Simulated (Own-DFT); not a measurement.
# Point defects and the pressure they add: zincblende GaAs

No measurement is shown. These are fixed-geometry runs of a retired plane-wave code named Own-DFT, which no person has reviewed; spin and spin-orbit coupling are neglected.

Settings: PBE; PseudoDojo norm-conserving scalar-relativistic files; cutoff 42 hartree; 3 x 3 x 3 k mesh centred on Gamma; Fermi-Dirac smearing of 0.1 eV.

Keep in mind (not all hold for every row): not probed for a lower state with spin; forces not confirmed at this smearing and k mesh; stress not checked against mesh or cutoff.

All runs share one cell, with vectors in Å (11.737, 0.000, 0.000); (0.000, 11.737, 0.000); (0.000, 0.000, 10.833) and a volume of 1492.4 Å³, strained against the parent crystal. u is the rms random offset of the atoms per axis. The defect's site can differ from row to row.

| cell | formula | u (Å) | P (GPa) |
|---|---|---|---|
| no defect | As32Ga32 | 0.0297 | 1.24 |
| no defect | As32Ga32 | 0.0316 | 1.26 |
| no defect | As32Ga32 | 0.0488 | 1.61 |
| one As vacancy and one Ga vacancy | As31Ga31 | 0.0286 | 0.93 |
| one As vacancy and one Ga vacancy | As31Ga31 | 0.0480 | 1.29 |
| one As vacancy and one Ga vacancy | As31Ga31 | 0.0546 | 1.13 |
| one Al on a Ga site | AlAs32Ga31 | 0.0311 | 1.24 |
| one Al on a Ga site | AlAs32Ga31 | 0.0488 | 1.50 |
| one Al on a Ga site | AlAs32Ga31 | 0.0546 | 1.66 |
| one In on a Ga site | As32Ga31In | 0.0460 | 2.17 |
| one In on a Ga site | As32Ga31In | 0.0479 | 2.09 |
| one In on a Ga site | As32Ga31In | 0.0504 | 2.07 |
| one In on a Ga site | As32Ga31In | 0.0508 | ? |
| one P on an As site | As31Ga32P | 0.0286 | 1.03 |
| one P on an As site | As31Ga32P | 0.0300 | 1.06 |
| one P on an As site | As31Ga32P | 0.0307 | 1.00 |

## What the rows give

P = P0 + c u² + a shift for each defect gives P0 = 1.12 GPa, c = 173 ± 35 GPa/Å² and a scatter of 0.09 GPa. The shifts, and each times the cell's volume:

- one In on a Ga site: 0.58 ± 0.08 GPa, 5.4 eV
- one Al on a Ga site: -0.02 ± 0.07 GPa, -0.2 eV (not resolved)
- one P on an As site: -0.25 ± 0.07 GPa, -2.3 eV
- one As vacancy and one Ga vacancy: -0.36 ± 0.07 GPa, -3.4 eV

A positive shift means that the defect pushes the cell outwards. Shift times volume (160.2 GPa Å³ is 1 eV) depends little on the cell's size, so, taken for each site, it can be compared between cells at like pressure. The atoms around the defects weren't relaxed, which would change these numbers.

## Check

Asked: what pressure belongs in the blank (one In on a Ga site, u = 0.0508 Å)?

From the fit: 2.16 ± 0.10 GPa. The hidden result is 2.21 GPa.
